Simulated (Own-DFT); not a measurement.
# Response to strain: wurtzite GaN, 72 atoms (Ga36N36)

Calculated results; nothing here was measured. The program, named Own-DFT, is a retired in-house plane-wave density functional code that no person has reviewed. Each row is one single-point run on a periodic cell that was not relaxed, without spin or spin-orbit coupling.

Settings of every run: PBE; PseudoDojo norm-conserving scalar-relativistic files (stringent for Ga); cutoff 96 hartree; 4 x 4 x 3 k mesh centred on Gamma; Gaussian smearing of 0.01 eV.

Known limits: forces not confirmed at this smearing and k mesh; stress not checked against mesh or cutoff.

Unstrained cell vectors in Å: (9.567, 0.000, 0.000); (-4.783, 8.285, 0.000); (0.000, 0.000, 10.370). The unstrained cell has measured lattice constants (interpolated for alloys), not those of this functional. That, the random moves and any unrelaxed bonds set the pressure at no strain. Each run strains this cell uniformly, with the atoms carried along. Every atom was also moved at random, by a Gaussian of width 0.05 Å on each axis. Strain is the symmetric tensor, in per cent. Stress is positive in tension, and the pressure is minus a third of its trace.

```
run  e_xx (%)  e_yy (%)  e_zz (%)  e_yz (%)  e_xz (%)  e_xy (%)  s_xx (GPa)  s_yy (GPa)  s_zz (GPa)  s_yz (GPa)  s_xz (GPa)  s_xy (GPa)  P (GPa)  E (meV/atom)
  1      0.75     -1.03      1.96      1.47     -0.73      1.89       -4.72       -9.69        0.45        3.84       -2.37        5.86     4.65          26.9
  2      1.95     -1.34      0.82      0.36     -1.70      0.57        0.33      -11.61       -3.75        1.85       -2.85        1.68     5.01          24.7
  3      1.15      0.33     -0.63     -0.57      0.84      0.77       -4.05       -4.68       -9.06       -2.36        2.34        3.86     5.93          22.3
  4      0.74      0.04      1.25      1.43     -0.34     -1.27       -2.83       -4.90       -1.82        2.91       -0.81       -4.54     3.18           3.4
  5      0.49      1.85      1.08      1.08      1.19     -0.06       -1.94        1.66       -2.23        2.63        2.75       -0.07     0.84           5.3
  6      0.99      1.45     -0.30     -0.50      1.06      0.45        0.19       -1.44       -7.57       -1.07        2.59        0.73     2.94           2.0
  7      1.49      1.35     -0.79      0.73     -1.02     -1.05       -0.07       -0.97       -8.17        1.51       -2.15       -3.14     3.07           9.6
  8     -1.97     -0.12     -1.78      0.07      1.31      0.99      -17.79      -10.83      -17.61       -0.76        1.70        2.70    15.41          50.3
  9      0.82      1.52     -0.37      0.92      0.30     -0.16       -1.38        0.15       -8.35        1.57        0.44       -1.18     3.19           0.0
 10      0.95     -1.50      1.21      1.23     -0.96      0.34       -3.24      -12.39       -2.32        1.93       -1.40        1.04     5.98          13.3
 11     -1.37      0.69      1.14     -1.65     -0.71     -1.58      -11.44       -5.52       -2.94       -3.15       -1.30       -4.75     6.63          23.8
 12      0.41      0.34     -0.30      0.42     -1.81      1.50       -6.44       -4.83       -8.46        1.26       -3.68        3.95     6.58          24.2
 13      1.89      1.81      0.57      1.81      1.88     -0.53        2.49        1.63       -2.15        3.29        3.87       -1.24    -0.66           6.6
 14     -1.96      1.37     -0.74      1.37     -1.86      0.54      -12.56       -3.63      -12.17        2.83       -3.24        1.46     9.45          12.6
 15     -0.08     -1.18      0.32     -1.34     -0.73      1.55           ?           ?           ?           ?           ?           ?        ?             ?
```

E is the free energy for each atom above the lowest run shown.

## Worked fit

Each stress component was fitted by least squares to a constant and the strains of the runs shown, as fractions, with shears doubled. Shear strains stay in the fit of a normal stress only where such slopes are resolved. The slopes, in GPa:

| stress | at no strain | per e_xx | per e_yy | per e_zz | scatter |
|---|---|---|---|---|---|
| s_xx | -7.3 | 406 ± 26 | 140 ± 29 | 90 ± 34 | 1.14 |
| s_yy | -7.3 | 85 ± 16 | 422 ± 18 | 57 ± 20 | 0.68 |
| s_zz | -7.8 | 93 ± 12 | 62 ± 14 | 430 ± 16 | 0.54 |

Each shear stress against twice its own strain: yz 98 ± 8, xz 94 ± 7, xy 155 ± 12 GPa. These are stiffnesses along x, y and z of the frame in which the cell vectors are given, which need not be the crystal's axes. The atoms are held to the strained lattice; where symmetry lets them move under strain, relaxing them would lower some slopes. The table should be nearly symmetric about its diagonal, and what it lacks of that shows the noise. A ninth of its sum, 198 ± 5 GPa, estimates the bulk modulus near the mean pressure of these runs, 5.2 GPa, so it lies above the value at zero pressure.

## Withheld run

Question: what normal stresses and pressure should run 15 give?

The fit gives s_xx = -8.9, s_yy = -12.2, s_zz = -7.2 and P = 9.5 GPa. The calculation gave -8.89, -12.19, -6.59 and P = 9.22 GPa.
